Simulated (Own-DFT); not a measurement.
## Calculated data, Si$_{4}$SnGe$_{11}$ (diamond-structure random alloy, atoms displaced)

A calculation, not a measurement: plane-wave density functional theory by an unreviewed code, no spin, of a simulated periodic cell, stress positive in tension, run twice, with PBE and with PBEsol, both on files made for PBE, so the change isn't that of files made for PBEsol, forces on such cells moved up to 12 meV/angstrom on a denser k mesh; the far tail of each file's local potential was reset to the Coulomb form; each entry is a single point on an unrelaxed cell, so the pressure reflects the starting lattice, mostly measured values (interpolated for alloys), from which strain is counted, and rises with the displacements; printed positions are rounded, which can move forces by about a meV/angstrom; the program, named Own-DFT, is a retired in-house code; no spin-orbit coupling; stress was not checked against mesh or cutoff. Program: Own-DFT development build.

Si$_{4}$SnGe$_{11}$ (diamond-structure random alloy, atoms displaced)

```
CELL_PARAMETERS angstrom
11.30640 0.00000 0.00000
0.00000 11.30640 0.00000
0.00000 0.00000 11.30640
ATOMIC_POSITIONS crystal
Ge 0.00029 0.99818 0.99588
Ge 0.00101 0.24588 0.24439
Ge 0.25356 0.00076 0.24767
Si 0.24589 0.24390 0.00371
Ge 0.12283 0.13029 0.13853
Ge 0.11724 0.35196 0.37257
Ge 0.36843 0.12408 0.38377
Si 0.37639 0.37106 0.12688
Si 0.01041 0.98972 0.50383
Ge 0.00726 0.25517 0.74684
Ge 0.24277 0.00413 0.73607
Ge 0.25953 0.25478 0.49651
Ge 0.12129 0.11567 0.62805
Si 0.13005 0.39316 0.87799
Ge 0.36931 0.12695 0.87876
Si 0.38309 0.37267 0.62289
Ge 0.99384 0.49724 0.00256
Ge 0.00848 0.75013 0.25493
Ge 0.24703 0.50105 0.25284
Si 0.24685 0.75783 0.00136
Ge 0.12594 0.61515 0.12700
Ge 0.12354 0.87787 0.37297
Si 0.37229 0.62380 0.36963
Si 0.36338 0.88515 0.11156
Ge 0.99982 0.50273 0.50346
Ge 0.99527 0.74415 0.75096
Ge 0.23565 0.49807 0.75818
Ge 0.26355 0.74915 0.50013
Ge 0.14116 0.62848 0.63140
Si 0.13608 0.87578 0.87328
Ge 0.38190 0.61952 0.86555
Si 0.38384 0.86844 0.62152
Ge 0.48873 0.00179 0.99164
Ge 0.48417 0.24023 0.25397
Ge 0.75961 0.99078 0.25395
Si 0.74205 0.25622 0.00252
Ge 0.61945 0.11775 0.13101
Ge 0.62214 0.37895 0.38510
Si 0.86631 0.12549 0.37807
Si 0.87148 0.38228 0.11519
Ge 0.50468 0.00671 0.49972
Ge 0.50348 0.25232 0.75253
Ge 0.74395 0.00677 0.75434
Ge 0.75064 0.24706 0.49677
Sn 0.63495 0.13041 0.62367
Ge 0.62662 0.38141 0.87436
Ge 0.86165 0.12356 0.86735
Si 0.87272 0.37351 0.62978
Ge 0.49987 0.49345 0.00130
Si 0.49696 0.74261 0.24890
Ge 0.74259 0.49277 0.24809
Ge 0.76111 0.74259 0.00205
Ge 0.62800 0.62175 0.12334
Sn 0.62593 0.87257 0.36712
Ge 0.88472 0.61806 0.37506
Ge 0.89073 0.88759 0.12467
Sn 0.50555 0.50639 0.49973
Ge 0.50134 0.75606 0.75538
Ge 0.74477 0.51257 0.74675
Si 0.74933 0.74160 0.50287
Ge 0.62581 0.60907 0.62671
Sn 0.62488 0.87140 0.86987
Ge 0.87142 0.62173 0.86844
Ge 0.87522 0.86616 0.62428
```

* functional: PBE, then PBEsol
* potential files: PseudoDojo norm-conserving, scalar-relativistic, standard set
* wave cutoff: 49 hartree
* occupations: Fermi-Dirac
* smearing width: 0.1 eV
* k mesh: 3 x 3 x 3 centred on Gamma
* PBE pressure: 5.05 GPa
* PBE stress xx: -5.04 GPa
* PBE stress yy: -4.83 GPa
* PBE stress zz: -5.29 GPa
* PBE stress yz: 0.34 GPa
* PBE stress xz: -0.51 GPa
* PBE stress xy: -0.38 GPa
* PBEsol pressure: 2.37 GPa
* PBEsol stress xx: -2.35 GPa
* PBEsol stress yy: -2.15 GPa
* PBEsol stress zz: -2.59 GPa
* PBEsol stress yz: 0.32 GPa
* PBEsol stress xz: -0.48 GPa
* PBEsol stress xy: -0.38 GPa
* rms change of force components from PBE to PBEsol: 0.06 eV/Å

Force:
```csv
force element,PBE force x (eV/Å),PBE force y (eV/Å),PBE force z (eV/Å),PBEsol force x (eV/Å),PBEsol force y (eV/Å),PBEsol force z (eV/Å)
Ge,1.277,1.361,-1.175,1.187,1.323,-1.083
Ge,-3.218,0.601,0.338,-3.027,0.575,0.339
Ge,-0.218,-0.105,0.419,-0.262,-0.053,0.449
Si,-0.049,1.67,0.086,-0.051,1.565,0.085
Ge,0.851,-1.455,-2.361,0.796,-1.43,-2.238
Ge,0.746,2.627,0.99,0.738,2.534,0.948
Ge,0.352,-1.056,-0.569,0.353,-1,-0.562
Si,-0.902,-0.055,-0.269,-0.847,-0.025,-0.228
Si,-1.984,0.865,-0.318,-1.915,0.82,-0.285
Ge,-0.613,0.227,0.889,-0.594,0.158,0.845
Ge,2.343,-1.998,1.839,2.252,-1.872,1.772
Ge,-1.195,-0.254,1.504,-1.188,-0.296,1.389
Ge,-0.549,2.124,-1.872,-0.483,2.078,-1.756
Si,-1.546,-3.451,1.92,-1.545,-3.339,1.861
Ge,-0.622,0.519,-1.279,-0.545,0.454,-1.26
Si,-1.541,-0.17,1.408,-1.502,-0.179,1.377
Ge,0.483,0.624,-0.915,0.478,0.677,-0.895
Ge,-0.687,-0.416,-0.804,-0.66,-0.396,-0.773
Ge,0.444,-1.688,0.222,0.365,-1.64,0.192
Si,0.238,-1.285,-0.518,0.221,-1.351,-0.501
Ge,-0.063,1.646,-0.702,-0.089,1.568,-0.64
Ge,1.34,-0.304,0.512,1.329,-0.337,0.443
Si,-0.108,0.785,-0.615,-0.156,0.731,-0.559
Si,0.97,-1.331,1.146,0.978,-1.216,1.141
Ge,0.939,-1.278,0.743,0.915,-1.207,0.68
Ge,1.581,0.832,0.217,1.49,0.781,0.179
Ge,3.285,0.365,-1.796,3.218,0.46,-1.791
Ge,-0.583,0.357,-0.496,-0.627,0.335,-0.466
Ge,-1.65,0.278,-1.024,-1.605,0.259,-0.978
Si,-1.22,-0.193,-0.225,-1.234,-0.139,-0.273
Ge,-1.073,0.495,1.409,-1.012,0.463,1.344
Si,-0.19,1.3,0.141,-0.185,1.271,0.137
Ge,0.521,0.093,1.327,0.521,0.135,1.25
Ge,1.398,1.029,-0.094,1.371,0.95,-0.05
Ge,0.759,2.12,-1.404,0.703,2.019,-1.397
Si,0.4,-0.699,-0.02,0.343,-0.72,-0.062
Ge,0.359,0.456,-0.408,0.311,0.422,-0.377
Ge,1.215,-2.831,-2.691,1.195,-2.74,-2.602
Si,1.956,-0.809,-0.269,1.887,-0.773,-0.287
Si,-0.593,-1.68,1.152,-0.539,-1.592,1.162
Ge,-1.559,-1.094,0.088,-1.495,-1.027,0.054
Ge,-1.19,0.648,0.669,-1.115,0.611,0.677
Ge,2.12,-1.89,-1.097,2.064,-1.817,-1.051
Ge,1.881,2.535,-1.025,1.743,2.476,-0.976
Sn,-1.809,-0.193,0.451,-1.762,-0.19,0.437
Ge,0.234,-0.352,0.051,0.183,-0.304,0.02
Ge,1.798,1.721,1.811,1.747,1.62,1.72
Si,0.118,0.511,-0.554,0.116,0.499,-0.545
Ge,-0.31,0.365,0.252,-0.246,0.385,0.193
Si,-1.335,0.056,-1.662,-1.242,0.072,-1.648
Ge,1.136,0.229,0.273,1.063,0.254,0.288
Ge,0.093,0.799,0.902,0.084,0.757,0.854
Ge,-0.715,0.317,0.118,-0.654,0.262,0.087
Sn,-0.728,-1.294,1.379,-0.685,-1.173,1.344
Ge,-1.535,0.772,-0.356,-1.446,0.728,-0.351
Ge,-0.786,-2.202,0.54,-0.758,-2.125,0.527
Sn,-3.318,-0.234,-0.743,-3.129,-0.243,-0.71
Ge,-1.699,-2.677,-2.971,-1.626,-2.639,-2.841
Ge,1.534,-2.958,0.989,1.443,-2.836,0.986
Si,0.628,-0.732,0.173,0.621,-0.72,0.18
Ge,0.762,4.979,0.835,0.743,4.798,0.844
Sn,1.371,0.654,2.753,1.322,0.644,2.658
Ge,0.802,-0.06,0.881,0.768,-0.045,0.851
Ge,-0.346,0.786,-0.193,-0.32,0.742,-0.126
```
